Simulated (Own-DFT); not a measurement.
# What random displacements cost in beta-Si3N4, 112 atoms (N64Si48)

These are calculations, not measurements. They come from Own-DFT, an in-house plane-wave density functional program, since retired, whose code no person has reviewed. Each row is one single-point run on a periodic cell that was not relaxed, without spin or spin-orbit coupling.

Settings of every run: PBE; PseudoDojo norm-conserving scalar-relativistic files; cutoff 42 hartree; 2 x 2 x 4 k mesh centred on Gamma; Fermi-Dirac smearing of 0.1 eV.

Known limits, some of them of some rows only: some atoms lie very close together; forces on such cells moved up to 12 meV/angstrom on a denser k mesh; stress not checked against mesh or cutoff.

Cell vectors in Å: (15.212, 0.000, 0.000); (-7.606, 13.174, 0.000); (0.000, 0.000, 5.818). In each run every atom was moved at random and independently from its ideal site; u is the rms move along one axis. E is the free energy for each atom above the fitted value at u = 0, and F the rms of the force components.

| run | u (Å) | E (meV/atom) | F (eV/Å) | largest force (eV/Å) | P (GPa) |
|---|---|---|---|---|---|
| 1 | 0.0195 | 19.3 | 0.893 | 3.52 | 5.51 |
| 2 | 0.0200 | 19.3 | 0.890 | 3.05 | 5.56 |
| 3 | 0.0210 | 17.6 | 0.820 | 3.09 | 5.48 |
| 4 | 0.0464 | 110.1 | 2.117 | 10.84 | 8.02 |
| 5 | 0.0487 | ? | ? | ? | ? |
| 6 | 0.0972 | 448.9 | 4.569 | 24.54 | 16.83 |
| 7 | 0.0996 | 473.9 | 4.750 | 23.99 | 17.00 |
| 8 | 0.1016 | 449.7 | 4.434 | 23.47 | 16.95 |
| 9 | 0.1503 | 1083.7 | 7.819 | 46.14 | 33.04 |

## Worked fit

For small independent moves the energy grows as E = (3/2) K u², with K the mean stiffness felt by one atom. The runs with u up to 0.11 Å give K = 31.4 ± 1.0 eV/Å², with residuals divided by u² + 0.0006 Å², since the noise grows with the moves. The scatter is 8.0 meV/atom at u = 0.05 Å. The forces follow F = G u with G = 44.8 eV/Å²; no force at u = 0 is resolved. G exceeds K because the moves of its neighbours add to the force on an atom, and stiffness differs between atoms. At u = 0.150 Å the parabola gives 1063 meV/atom and the run 1084. The pressure follows P = 5.14 + 1192 u² GPa: at fixed volume, shortened bonds push harder than stretched ones pull.

## Withheld run

Question: what energy and rms force should run 5 give?

The fit gives 112 ± 9 meV/atom and about 2.18 eV/Å. The calculation gave 115.7 meV/atom and 2.127 eV/Å.
